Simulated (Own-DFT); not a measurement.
# Energy and forces against displacement in monoclinic HfO2, 96 atoms (Hf32O64)

Calculated results; nothing here was measured. They come from Own-DFT, an in-house plane-wave density functional program, since retired, whose code no person has reviewed. Each row is one single-point run on a periodic cell that was not relaxed, without spin or spin-orbit coupling.

Settings of every run: PBE; PseudoDojo norm-conserving scalar-relativistic files; cutoff 72 hartree; 2 x 2 x 2 k mesh centred on Gamma; Fermi-Dirac smearing of 0.1 eV.

Known limits, some of them of some rows only: some atoms lie very close together; hafnium file: forces about 75 meV/angstrom off all-electron values; oxygen file: force components 24 meV/angstrom off all-electron in a glass; forces on such cells passed a denser k mesh, each cell not checked; stress not checked against mesh or cutoff.

Cell vectors in Å: (10.234, 0.000, 0.000); (0.000, 10.350, 0.000); (-1.696, 0.000, 10.445). In each run every atom was moved at random and independently from its ideal site; u is the rms move along one axis. E is the free energy for each atom above the fitted value at u = 0, and F the rms of the force components.

```
run,u (Å),E (meV/atom),F (eV/Å),largest force (eV/Å),P (GPa)
1,0.0192,9.6,0.401,1.40,3.72
2,0.0195,11.2,0.440,1.60,3.82
3,0.0473,56.2,0.963,3.90,5.42
4,0.0488,?,?,?,?
5,0.0757,159.5,1.955,11.49,8.44
6,0.0777,173.4,1.980,8.01,10.24
7,0.0787,164.4,1.890,10.09,9.49
8,0.1241,390.4,3.031,16.21,16.09
9,0.1468,566.6,3.894,20.42,21.43
```

## Worked fit

For small independent moves the energy grows as E = (3/2) K u², with K the mean stiffness felt by one atom. The runs with u up to 0.11 Å give K = 18.2 ± 0.5 eV/Å², with residuals divided by u² + 0.0006 Å², since the noise grows with the moves. The scatter is 3.9 meV/atom at u = 0.05 Å. The forces follow F = G u with G = 23.3 eV/Å²; no force at u = 0 is resolved. G exceeds K because the moves of its neighbours add to the force on an atom, and stiffness differs between atoms. At u = 0.147 Å the parabola gives 587 meV/atom and the run 567. The pressure follows P = 3.32 + 1013 u² GPa: at fixed volume, shortened bonds push harder than stretched ones pull.

## Withheld run

Question: what energy and rms force should run 4 give?

The fit gives 65 ± 4 meV/atom and about 1.14 eV/Å. The calculation gave 65.0 meV/atom and 1.082 eV/Å.
